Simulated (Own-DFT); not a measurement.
# Strain and stress in beta-Si3N4, 112 atoms (N64Si48)

All numbers below are calculated, not measured. The program, named Own-DFT, is a retired in-house plane-wave density functional code that no person has reviewed. Each row is one single-point run on a periodic cell that was not relaxed, without spin or spin-orbit coupling.

Settings of every run: PBE; PseudoDojo norm-conserving scalar-relativistic files; cutoff 42 hartree; 2 x 2 x 4 k mesh centred on Gamma; Fermi-Dirac smearing of 0.1 eV.

Known limits: forces on such cells moved up to 12 meV/angstrom on a denser k mesh; stress not checked against mesh or cutoff.

Unstrained cell vectors in Å: (15.212, 0.000, 0.000); (-7.606, 13.174, 0.000); (0.000, 0.000, 5.818). The unstrained cell has measured lattice constants (interpolated for alloys), not those of this functional. That, the random moves and any unrelaxed bonds set the pressure at no strain. Each run strains this cell uniformly, with the atoms carried along. Every atom was also moved at random, by a Gaussian of width 0.05 Å on each axis. Strain is the symmetric tensor, in per cent. Stress is positive in tension, and the pressure is minus a third of its trace.

```
run  e_xx (%)  e_yy (%)  e_zz (%)  e_yz (%)  e_xz (%)  e_xy (%)  s_xx (GPa)  s_yy (GPa)  s_zz (GPa)  s_yz (GPa)  s_xz (GPa)  s_xy (GPa)  P (GPa)  E (meV/atom)
  1      1.44      1.73      1.49      0.33      2.00     -1.19        4.45        4.73       -0.25        1.16        6.94       -3.79    -2.98          26.9
  2     -0.54      1.48      1.03      1.40      1.25      1.83       -8.03        0.94       -4.35        6.57        1.48        8.36     3.81          49.1
  3     -0.12     -0.25      0.31     -1.29     -1.46     -1.13       -7.61       -7.93       -8.09       -3.30       -4.76       -2.99     7.88          26.4
  4     -2.00     -0.65      1.17      1.78      0.13      0.50      -17.23      -12.50       -6.46        5.88        0.22        2.45    12.06          47.7
  5      1.11      0.83     -0.38      1.35     -0.24     -0.32       -2.12       -1.31      -10.25        4.16       -1.23       -0.56     4.56          24.2
  6     -1.52      1.36      1.06     -1.43     -1.22     -0.98      -14.69       -1.02       -3.91       -3.92       -5.02       -5.11     6.54          48.9
  7      0.25      0.64      1.56      1.58     -0.72     -1.48       -2.67       -4.76        1.27        4.82       -1.72       -5.46     2.05          20.5
  8      0.58      0.83      1.05      0.37      1.73     -1.15       -4.07        1.07       -3.78        0.21        6.36       -4.74     2.26          33.4
  9      1.57     -1.21      0.71     -0.30     -0.99      0.02        0.72      -11.70       -3.81       -0.76       -2.97       -1.35     4.93          11.7
 10     -1.66      0.11     -1.90     -0.87      1.89      1.30      -18.98      -11.17      -23.40       -3.64        6.37        5.16    17.85          53.4
 11     -1.96      1.28     -1.33     -1.55      1.43      0.93      -20.09       -7.28      -16.47       -5.78        4.05        6.04    14.61          63.5
 12     -0.16     -1.62      1.84     -1.17     -1.56      1.74       -7.82      -15.72       -1.46       -5.31       -5.00        5.62     8.34          49.7
 13      0.47      1.59      1.70     -0.09      0.25     -0.69       -2.49        3.56        4.33       -0.35        0.79       -2.69    -1.80           0.0
 14     -1.71     -0.42     -0.27      1.28     -1.05     -0.11      -17.23      -12.11      -14.46        2.97       -2.55       -0.18    14.60          51.7
 15      0.62      0.43     -0.67      1.31     -0.97     -0.76       -4.70       -3.97      -12.79        5.18       -2.70       -3.62     7.15          19.1
 16      1.68      0.96     -1.30     -1.20     -0.03     -1.56        2.33       -3.49      -17.24       -4.00       -2.24       -4.58     6.13          41.0
 17      1.88      1.19      0.24     -1.28      1.28      1.09        4.80        2.27       -9.06       -4.68        3.73        3.35     0.66          42.1
 18      0.15     -0.54     -0.27     -0.86      1.60     -0.07           ?           ?           ?           ?           ?           ?        ?             ?
```

E is the free energy for each atom above the lowest run shown.

## Worked fit

Each stress component was fitted by least squares to a constant and the strains of the runs shown, as fractions, with shears doubled. Shear strains stay in the fit of a normal stress only where such slopes are resolved. The slopes, in GPa:

```
stress  at no strain  per e_xx  per e_yy  per e_zz  scatter
  s_xx          -7.5  571 ± 18   68 ± 23  113 ± 20     0.92
  s_yy          -7.8  143 ± 27  538 ± 36  112 ± 31     1.42
  s_zz         -10.3   67 ± 31   84 ± 42  603 ± 36     1.65
```

Each shear stress against twice its own strain: yz 171 ± 10, xz 181 ± 13, xy 187 ± 15 GPa. These are stiffnesses along x, y and z of the frame in which the cell vectors are given, which need not be the crystal's axes. The atoms are held to the strained lattice; where symmetry lets them move under strain, relaxing them would lower some slopes. The table should be nearly symmetric about its diagonal, and what it lacks of that shows the noise. A ninth of its sum, 256 ± 6 GPa, estimates the bulk modulus near the mean pressure of these runs, 6.4 GPa, so it lies above the value at zero pressure.

## Withheld run

Question: what normal stresses and pressure should run 18 give?

The fit gives s_xx = -7.3, s_yy = -10.7, s_zz = -12.3 and P = 10.1 GPa. The calculation gave -8.68, -10.61, -11.88 and P = 10.39 GPa.
